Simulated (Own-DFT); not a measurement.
## Calculated data, InAs (zincblende, strongly disordered by large displacements), GaP (zincblende, strongly disordered by large displacements)

Computed with Own-DFT development build. A calculation, not a measurement: plane-wave PBE density functional theory by an unreviewed code, no spin, of a simulated periodic cell, stress positive in tension, free energy of the whole cell less one offset for each atom, forces on such cells passed a denser k mesh, this cell's mesh not checked; broken bonds can close the gap or carry spin, so checks made on this kind of crystal may not hold here; offsets are fitted by least squares, one for each functional and potential file, so energies compare only between cells with the same atoms and settings and are not formation energies; the far tail of each file's local potential was reset to the Coulomb form; each entry is a single point on an unrelaxed cell, so the pressure reflects the starting lattice, mostly measured values (interpolated for alloys), from which strain is counted, and rises with the displacements; printed positions are rounded, which can move forces by about a meV/angstrom; the program, named Own-DFT, is a retired in-house code; no spin-orbit coupling.

Settings shared by all entries: functional PBE; potential files PseudoDojo norm-conserving, scalar-relativistic, standard set; wave cutoff 42 hartree; occupations Fermi-Dirac; smearing width 0.1 eV; k mesh 3 x 3 x 3 centred on Gamma.

(1) InAs (zincblende, strongly disordered by large displacements)

```
InAs
1.0
     12.1166     0.0000     0.0000
      0.0000    12.1166     0.0000
      0.0000     0.0000    12.1166
In As In As In As In As In As In As In As In As
4 4 4 4 4 4 4 4 4 4 4 4 4 4 4 4
Direct
  0.01633 0.03876 0.97575
  0.00290 0.29512 0.26169
  0.28095 0.01227 0.26387
  0.28581 0.21929 0.05144
  0.10688 0.12769 0.13836
  0.11047 0.40828 0.37799
  0.39687 0.11176 0.42672
  0.36986 0.36634 0.09423
  0.98641 0.04626 0.50532
  0.03339 0.24186 0.74523
  0.22859 0.96426 0.75655
  0.28561 0.21331 0.51299
  0.16283 0.07864 0.63705
  0.10038 0.31099 0.91898
  0.36509 0.10557 0.86268
  0.35604 0.37731 0.62455
  0.00772 0.48505 0.02640
  0.00820 0.74908 0.27454
  0.23029 0.46931 0.23025
  0.23383 0.75767 0.99799
  0.12858 0.61308 0.12541
  0.14077 0.85680 0.38851
  0.36530 0.63039 0.42434
  0.36424 0.81836 0.11015
  0.98895 0.47945 0.51463
  0.00031 0.74843 0.73552
  0.24348 0.50626 0.77455
  0.21654 0.73310 0.48619
  0.12602 0.65699 0.65540
  0.14472 0.87071 0.87819
  0.33166 0.63286 0.87064
  0.35741 0.88217 0.63137
  0.49084 0.01994 0.94892
  0.49207 0.25166 0.24840
  0.74712 0.99568 0.24417
  0.80965 0.17913 0.02288
  0.59830 0.10011 0.10036
  0.63518 0.36142 0.36938
  0.83374 0.14588 0.37581
  0.88144 0.40258 0.11415
  0.50995 0.00570 0.50766
  0.49140 0.25944 0.71217
  0.74368 0.99804 0.79085
  0.76422 0.30338 0.51266
  0.61833 0.16970 0.63234
  0.61854 0.34098 0.90733
  0.88239 0.07190 0.86830
  0.81808 0.36296 0.66690
  0.46430 0.51950 0.99164
  0.47878 0.76681 0.23184
  0.74151 0.47448 0.23167
  0.75869 0.72894 0.00413
  0.68843 0.60236 0.11326
  0.68546 0.89260 0.37793
  0.89362 0.61852 0.41321
  0.89526 0.87473 0.12439
  0.53429 0.45339 0.47764
  0.50225 0.75436 0.73715
  0.75520 0.52125 0.81079
  0.72883 0.81460 0.52832
  0.61752 0.64373 0.58849
  0.59613 0.88254 0.86754
  0.86200 0.65068 0.86122
  0.85787 0.91682 0.58612
```

* hardware: one NVIDIA H200
* free energy of cell above offsets: 31.950 eV
* pressure: 14.9 GPa
* stress xx: -15.59 GPa
* stress yy: -13.52 GPa
* stress zz: -15.6 GPa
* stress yz: 0.65 GPa
* stress xz: -2.26 GPa
* stress xy: 1.29 GPa
* wall time: 1257 s

Force:
```csv
element,x (eV/Å),y (eV/Å),z (eV/Å)
In,6.376,-3.648,4.791
In,-2.051,-2.656,-1.198
In,-0.94,-1.133,-0.505
In,-4.569,-7.384,-3.41
As,1.084,0.425,1.577
As,2.801,-1.336,1.575
As,0.446,0.615,-9.834
As,3.681,6.182,3.841
In,1.463,0.619,-1.294
In,-1.162,-0.633,-1.955
In,5.66,0.666,0.618
In,-6.43,5.347,4.008
As,-4.115,5.889,-5.151
As,1.349,1.633,1.216
As,-5.925,5.108,-3.441
As,-0.521,1.928,-0.65
In,5.124,3.272,-5.49
In,-0.902,-0.842,-0.951
In,2.194,0.712,0.037
In,-2.544,-3.472,0.448
As,-0.312,2.167,0.186
As,-3.299,7.716,-4.329
As,3.691,-2.448,-2.51
As,-0.709,5.608,-1.812
In,-0.693,0.057,3.587
In,-5.943,5.21,3.16
In,-3.363,-4.682,-3.151
In,2.117,-3.327,5.117
As,5.117,-5.826,-3.397
As,-7.391,-1.536,3.369
As,4.513,3.19,1.486
As,2.088,-1.486,-2.228
In,2.926,-2.63,4.44
In,-0.061,-1.131,-0.495
In,1.982,3.054,-5.599
In,-1.966,2.307,1.722
As,1.683,1.221,2.267
As,3.343,-4.018,-6.258
As,1.871,1.196,-0.073
As,-4.946,-6.393,2.705
In,5.914,-5.227,4.391
In,-4.558,3.218,5.956
In,-5.305,-2.622,-5.343
In,-1.449,-4.22,-6.126
As,6.321,-5.718,-3.575
As,-0.118,1.391,-0.756
As,0.756,4.898,-3.351
As,4.577,2.933,7.256
In,2.482,0.06,-0.478
In,5.533,-3.097,6.429
In,0.995,-1.414,4.769
In,0.841,6.229,-0.748
As,-6.059,0.3,-0.004
As,-6.527,-0.313,-2.939
As,-2.213,1.686,-1.687
As,-0.111,0.188,-0.194
In,-6.546,6.135,5.897
In,-1.176,-0.938,-0.958
In,-5.941,-6.726,-2.657
In,-3.415,-9.192,3.69
As,-0.05,-0.816,0.952
As,2.364,-3.381,0.441
As,6.522,4.161,0.679
As,5.5,2.921,5.933
```

(2) GaP (zincblende, strongly disordered by large displacements)

```
GaP
1.0
     10.9010     0.0000     0.0000
      0.0000    10.9010     0.0000
      0.0000     0.0000    10.9010
Ga P Ga P Ga P Ga P Ga P Ga P Ga P Ga P
4 4 4 4 4 4 4 4 4 4 4 4 4 4 4 4
Direct
  0.02550 0.99495 0.97616
  0.95011 0.25379 0.27947
  0.24764 0.98840 0.25537
  0.26309 0.28122 0.96978
  0.14002 0.11471 0.12894
  0.11523 0.37751 0.37753
  0.37218 0.13320 0.41854
  0.34155 0.35702 0.12382
  0.00240 0.99386 0.49463
  0.98664 0.21770 0.73823
  0.24842 0.97747 0.73811
  0.24851 0.23574 0.49120
  0.12592 0.11740 0.63313
  0.14655 0.37319 0.87678
  0.41293 0.14968 0.87883
  0.40776 0.35745 0.63446
  0.00648 0.51564 0.94540
  0.98722 0.75954 0.21558
  0.25138 0.51621 0.25953
  0.23302 0.74029 0.00341
  0.15196 0.63253 0.14060
  0.13286 0.87490 0.40358
  0.38588 0.61750 0.36161
  0.38475 0.87805 0.14565
  0.96640 0.48952 0.51525
  0.99537 0.74624 0.75799
  0.24190 0.49776 0.73904
  0.25601 0.74350 0.50359
  0.09299 0.60217 0.63352
  0.14366 0.86143 0.85836
  0.39165 0.60906 0.86514
  0.37909 0.88311 0.61031
  0.51625 0.99585 0.00325
  0.47222 0.25355 0.27342
  0.78004 0.00264 0.24829
  0.75660 0.27785 0.99722
  0.60055 0.11086 0.13278
  0.62727 0.38173 0.40392
  0.87490 0.14318 0.38330
  0.87911 0.37147 0.13926
  0.52870 0.01032 0.50362
  0.52304 0.24612 0.76876
  0.74141 0.03730 0.73972
  0.75200 0.26095 0.48922
  0.57306 0.11315 0.65350
  0.62881 0.34909 0.86772
  0.85764 0.13449 0.85765
  0.87240 0.36255 0.62026
  0.50659 0.51411 0.01129
  0.50435 0.73675 0.25714
  0.76914 0.49569 0.21718
  0.76928 0.75842 0.00658
  0.61673 0.59098 0.12057
  0.63812 0.86613 0.36319
  0.87121 0.60264 0.37284
  0.87475 0.87150 0.11744
  0.46675 0.49349 0.48914
  0.48485 0.75912 0.72940
  0.78135 0.51256 0.72274
  0.74372 0.78034 0.46941
  0.60804 0.65458 0.58560
  0.61196 0.85799 0.84084
  0.86323 0.61682 0.87327
  0.88367 0.86781 0.63612
```

- hardware: one NVIDIA H100
- free energy of cell above offsets: 2.957 eV
- pressure: 11.4 GPa
- stress xx: -10.77 GPa
- stress yy: -11.17 GPa
- stress zz: -12.25 GPa
- stress yz: 0.89 GPa
- stress xz: -2.88 GPa
- stress xy: 0.92 GPa
- wall time: 574.4 s

Force:
```csv
element,x (eV/Å),y (eV/Å),z (eV/Å)
Ga,-0.58,1.107,0.98
Ga,7.778,5.897,-6.017
Ga,0.303,0.447,1.344
Ga,3.804,-6.587,2.419
P,-1.573,0.913,-1.014
P,0.001,-0.013,0.527
P,4.621,-5.303,-5.224
P,3.116,3.098,3.917
Ga,-0.802,0.825,1.974
Ga,1.616,2.425,-0.318
Ga,1.512,2.677,-0.359
Ga,-5.092,5.097,4.024
P,0.535,-0.258,-1.213
P,-7.006,3.011,-4.908
P,-5.636,-4.216,3.215
P,-3.466,1.427,-0.645
Ga,3.205,-2.304,3.424
Ga,3.733,-3.714,4.386
Ga,-0.593,-3.965,-0.157
Ga,3.764,1.107,-1.358
P,-4.801,0.355,-1.209
P,-0.32,-0.72,-3.425
P,-1.718,1.368,1.762
P,-0.013,-1.038,-1.739
Ga,3.058,1.084,-2.944
Ga,0.458,-0.474,-0.214
Ga,2.11,-0.681,-0.172
Ga,-0.251,-1.167,0.487
P,1.85,1.587,-0.441
P,-1.572,-1.007,1.489
P,-1.803,1.464,-0.264
P,-0.41,-0.279,-1.027
Ga,-1.38,-2.209,-2.175
Ga,1.1,-0.07,-0.691
Ga,-2.94,0.928,-0.244
Ga,0.206,-2.391,1.546
P,3.489,2.741,2.386
P,-1.546,0.867,-3.432
P,-3.616,-9.262,5.933
P,2.783,-1.674,-4.794
Ga,-1.496,-2.358,-3.355
Ga,-2.29,2.606,-3.37
Ga,-1.136,-4.022,-1.335
Ga,-1.522,-1.158,1.858
P,4.177,-1.629,-1.808
P,3.595,7.507,2.823
P,1.406,-0.263,4.711
P,-0.431,-2.659,2.305
Ga,-5.856,-5.791,-5.875
Ga,1.106,1.061,-2.052
Ga,-3.08,2.475,3.957
Ga,-4.403,-2.281,-2.739
P,5.618,6.1,5.323
P,-4.92,6.209,-5.24
P,-0.673,2.833,-1.375
P,0.481,4.388,-1.323
Ga,2.578,-0.705,2.387
Ga,-0.241,-2.659,0.012
Ga,-3.986,-0.135,-0.572
Ga,6.468,-6.162,6.787
P,0.774,-1.695,1.1
P,3.134,2.562,3.693
P,-1.245,2.75,0.122
P,-1.984,1.931,-1.86
```
